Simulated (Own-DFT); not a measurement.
# Device materials side by side: how hard are they to compress?

Source: density functional calculations with Own-DFT, an unreviewed in-house program that is no longer used. Nothing was measured or relaxed, and spin and spin-orbit coupling are left out.

Keep in mind (not all hold for every row): forces on such cells moved up to 12 meV/angstrom on a denser k mesh; k mesh not checked against a denser one; forces on such cells passed a denser k mesh, each cell not checked; stress not checked against mesh or cutoff.

All runs are PBE with PseudoDojo norm-conserving files; cutoff and k mesh are each material's own. Every cell starts from measured lattice constants and was given uniform random strains and small random moves of its atoms. Each triple is the change of volume in per cent, the rms move u in Å and the pressure in GPa.

- 2H SiC (C36Si36), 10.36 Å³/atom unstrained: (-3.27, 0.051, 13.73); (-1.63, 0.046, 8.90); (-1.56, 0.050, 9.07); (-0.08, 0.051, 6.35); (0.08, 0.050, 5.63); (1.41, 0.051, 2.50); (2.66, 0.048, -0.50)
- wurtzite AlN (Al36N36), 10.45 Å³/atom unstrained: withheld
- wurtzite GaN (Ga48N48), 11.42 Å³/atom unstrained: (-3.14, 0.047, 14.54); (-2.12, 0.055, 12.38); (-0.50, 0.050, 9.08); (-0.49, 0.047, 8.77); (0.67, 0.049, 6.31); (1.04, 0.052, 5.65); (3.53, 0.048, 0.97)
- diamond silicon (Si64), 20.02 Å³/atom unstrained: (-2.33, 0.049, 5.22); (-1.13, 0.052, 3.81); (0.19, 0.047, 2.36); (0.30, 0.049, 2.52); (1.09, 0.049, 1.42); (1.63, 0.049, 1.23); (2.40, 0.054, 0.40)
- zincblende GaP (Ga32P32), 20.24 Å³/atom unstrained: (-3.03, 0.050, 6.55); (-2.76, 0.049, 5.96); (-1.08, 0.050, 4.52); (0.62, 0.049, 2.95); (0.85, 0.052, 2.72); (1.86, 0.049, 1.71); (2.86, 0.048, 0.91)
- grey tin (Sn64), 34.15 Å³/atom unstrained: (-3.79, 0.051, 5.94); (-2.65, 0.048, 5.20); (-1.37, 0.046, 4.48); (-1.34, 0.047, 4.36); (-1.05, 0.051, 4.28); (-0.22, 0.054, 3.81); (1.78, 0.048, 2.75)

## Analysis

Fit a line to each set against the fractional change of volume; B is minus its slope, and u is nearly the same within a set. To take it to zero pressure, assume that B rises by 4 GPa for each GPa: B0 = B - 4 x (mean pressure). The bond length of an ideal tetrahedral crystal with the unstrained volume v is d = (√3/4)(8 v)^(1/3). Cohen's empirical rule reads B0 = (1971 - 220 L) d^(-3.5) GPa, with L = 0 for group IV crystals and SiC and 1 for III-V compounds.

| material | L | d (Å) | B (GPa) | mean P (GPa) | B0 (GPa) | rule (GPa) |
|---|---|---|---|---|---|---|
| 2H SiC (C36Si36) | 0 | 1.888 | 232 ± 8 | 6.5 | 206 ± 8 | 213 |
| wurtzite AlN (Al36N36) | 1 | 1.893 | ? | ? | ? | 188 |
| wurtzite GaN (Ga48N48) | 1 | 1.950 | 205 ± 4 | 8.2 | 172 ± 4 | 169 |
| diamond silicon (Si64) | 0 | 2.352 | 101 ± 4 | 2.4 | 92 ± 4 | 99 |
| zincblende GaP (Ga32P32) | 1 | 2.360 | 94 ± 2 | 3.6 | 80 ± 2 | 87 |
| grey tin (Sn64) | 0 | 2.810 | 57 ± 1 | 4.4 | 39 ± 1 | 53 |

A line through ln[B0/(1971 - 220 L)] against ln d has a slope of -4.2 ± 0.2 and a scatter of 6 %. Against the rule, B0 stands at 97 % for 2H SiC, 102 % for wurtzite GaN, 93 % for diamond silicon, 92 % for zincblende GaP, 75 % for grey tin. PBE tends to make silicon and heavier crystals too soft, and the rule itself is only a guide.

## Test on the hidden row

Question: what B0 does the fitted trend give for wurtzite AlN (Al36N36)?

The straight line predicts 191 GPa. Its own runs give B = 195 ± 9 GPa at a mean pressure of 5.6 GPa, so B0 = 172 GPa.
